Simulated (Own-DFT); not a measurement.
# How strain changes the stress of C40 NbSi2, 36 atoms (Nb12Si24)

No measurement is shown. These are fixed-geometry runs of a retired plane-wave code named Own-DFT, which no person has reviewed; spin and spin-orbit coupling are neglected.

Method: PBE; PseudoDojo norm-conserving scalar-relativistic files; cutoff 42 hartree; 4 x 4 x 5 k mesh centred on Gamma; cold (Marzari-Vanderbilt) smearing of 0.2 eV.

Limits: forces on such cells failed a check on a denser k mesh; stress not checked against mesh or cutoff.

Unstrained cell vectors in Å: (0.000, 8.324, 0.000); (-9.613, 0.000, 0.000); (0.000, 0.000, 6.586). The unstrained cell was taken from the Materials Project. The random moves and any unrelaxed bonds add to the pressure at no strain. A uniform strain is put on this cell, atoms riding along. Random moves of width 0.05 Å per axis were added to every atom. Strains are tensor components in per cent; tension counts as positive stress, and P is minus the mean normal stress.

```
run,e_xx (%),e_yy (%),e_zz (%),e_yz (%),e_xz (%),e_xy (%),s_xx (GPa),s_yy (GPa),s_zz (GPa),s_yz (GPa),s_xz (GPa),s_xy (GPa),P (GPa),E (meV/atom)
1,0.25,-1.73,-0.36,-1.94,-0.25,-1.97,-3.02,-10.28,-6.99,-6.84,-0.87,-5.96,6.76,33.5
2,0.19,-0.12,1.19,1.15,-0.90,-0.18,-0.65,-2.58,1.73,3.39,-2.52,0.12,0.50,9.5
3,1.76,0.36,1.29,-0.30,-0.77,1.60,4.81,0.42,3.40,-1.01,-1.89,4.21,-2.88,10.7
4,0.17,1.37,-1.45,-1.78,-0.08,1.19,-2.66,1.22,-10.87,-5.13,-0.31,3.09,4.10,36.5
5,1.38,1.20,-1.52,1.31,1.47,0.21,1.10,1.07,-9.10,3.96,4.64,0.60,2.31,29.8
6,-0.84,-0.15,0.04,-0.54,-1.08,-0.30,-5.13,-3.40,-4.65,-1.60,-3.63,-0.92,4.39,4.9
7,0.29,1.09,0.12,-1.08,-1.76,-0.38,-1.62,2.19,-3.24,-3.56,-4.98,-2.56,0.89,22.6
8,-0.41,1.16,1.07,0.34,0.25,-1.27,-2.15,2.49,1.71,1.36,0.91,-3.66,-0.68,0.0
9,-1.33,1.81,1.11,1.84,-1.44,0.59,-4.66,3.13,1.16,5.48,-3.92,2.13,0.12,18.3
10,-0.88,-0.58,-1.80,0.98,-0.28,-1.01,-8.65,-6.57,-14.89,3.18,-1.01,-3.22,10.04,37.0
11,0.96,0.65,1.77,0.36,1.19,1.16,2.31,2.22,4.68,1.05,3.25,2.95,-3.07,9.8
12,1.06,-0.05,1.39,-1.76,-1.33,-1.79,1.94,-0.39,1.99,-5.14,-4.22,-5.10,-1.18,21.8
13,1.80,-0.12,1.36,-1.35,1.34,-0.42,4.82,-0.48,3.25,-4.11,3.28,-1.08,-2.53,6.6
14,1.02,1.05,-1.87,-0.56,-1.49,1.96,0.00,0.78,-11.78,-1.30,-4.73,5.94,3.67,25.9
15,1.87,0.28,-1.65,-0.41,1.24,1.53,?,?,?,?,?,?,?,?
```

E is the free energy per atom, counted from the lowest run shown.

## Fit

Least squares on the runs shown: each stress against a constant and the strains, taken as fractions with shears doubled. Shear strains stay in the fit of a normal stress only where such slopes are resolved. The slopes, in GPa:

```
stress  at no strain  per e_xx  per e_yy  per e_zz  scatter
  s_xx          -2.7  336 ± 13   63 ± 14  102 ± 10     0.46
  s_yy          -2.8   77 ± 17  379 ± 18   80 ± 13     0.62
  s_zz          -4.5   76 ± 16   75 ± 17  477 ± 12     0.58
```

The slope of each shear stress on twice its own strain, from a fit on all six strains: yz 152 ± 5, xz 143 ± 5, xy 146 ± 10 GPa. These are stiffnesses along x, y and z of the frame in which the cell vectors are given, which need not be the crystal's axes. These are clamped-ion slopes: internal relaxation, where symmetry allows it, would soften some. The table should be nearly symmetric about its diagonal, and what it lacks of that shows the noise. A ninth of the table's sum, 185 ± 8 GPa, estimates the bulk modulus near the mean pressure of these runs, 1.6 GPa, so it lies above the value at zero pressure.

## Prediction

Q: what normal stresses and pressure should run 15 give?

The fit gives s_xx = 2.1, s_yy = -1.6, s_zz = -10.8 and P = 3.4 GPa. The hidden result is 2.57, -0.72, -9.89 and P = 2.68 GPa.
